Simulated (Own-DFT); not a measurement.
# Point defects and the pressure they add: L1_0 TiAl

Calculated, not measured: single-point runs of Own-DFT, a retired in-house plane-wave DFT program that no person has reviewed, on unrelaxed cells, without spin or spin-orbit coupling.

Settings: PBE; PseudoDojo norm-conserving scalar-relativistic files; cutoff 42 hartree; 4 x 4 x 4 k mesh centred on Gamma; cold (Marzari-Vanderbilt) smearing of 0.2 eV.

Keep in mind: forces on such cells failed a check on a denser k mesh; stress not checked against mesh or cutoff.

All runs share one cell, with vectors in Å (5.622, 5.622, 0.000); (-5.622, 5.622, 0.000); (0.000, 0.000, 8.133) and a volume of 514.0 Å³. u is the rms random offset of the atoms per axis. The defect's site can differ from row to row.

| cell | formula | u (Å) | P (GPa) |
|---|---|---|---|
| no defect | Al16Ti16 | 0.0216 | 1.20 |
| no defect | Al16Ti16 | 0.0467 | 1.64 |
| no defect | Al16Ti16 | 0.0494 | 1.75 |
| one Ti vacancy | Al16Ti15 | 0.0283 | 0.56 |
| one Ti vacancy | Al16Ti15 | 0.0286 | ? |
| one Ti vacancy | Al16Ti15 | 0.0294 | 0.53 |
| one Ti vacancy | Al16Ti15 | 0.0313 | 0.55 |
| two Al vacancies | Al14Ti16 | 0.0265 | -0.61 |
| two Al vacancies | Al14Ti16 | 0.0297 | -0.64 |
| two Al vacancies | Al14Ti16 | 0.0500 | -0.44 |

## Working it out

P = P0 + c u² + a shift for each defect gives P0 = 1.20 GPa, c = 194 ± 39 GPa/Å² and a scatter of 0.08 GPa. The shifts, and each times the cell's volume:

- one Ti vacancy: -0.82 ± 0.07 GPa, -2.6 eV
- two Al vacancies: -2.03 ± 0.07 GPa, -6.5 eV (-3.3 eV for each of its 2 sites)

A positive shift means that the defect pushes the cell outwards. Shift times volume (160.2 GPa Å³ is 1 eV) depends little on the cell's size, so, taken for each site, it can be compared between cells at like pressure. The atoms around the defects weren't relaxed, which would change these numbers.

## Check

The question: what pressure belongs in the blank (one Ti vacancy, u = 0.0286 Å)?

From the fit: 0.53 ± 0.09 GPa. The run itself gave 0.50 GPa.
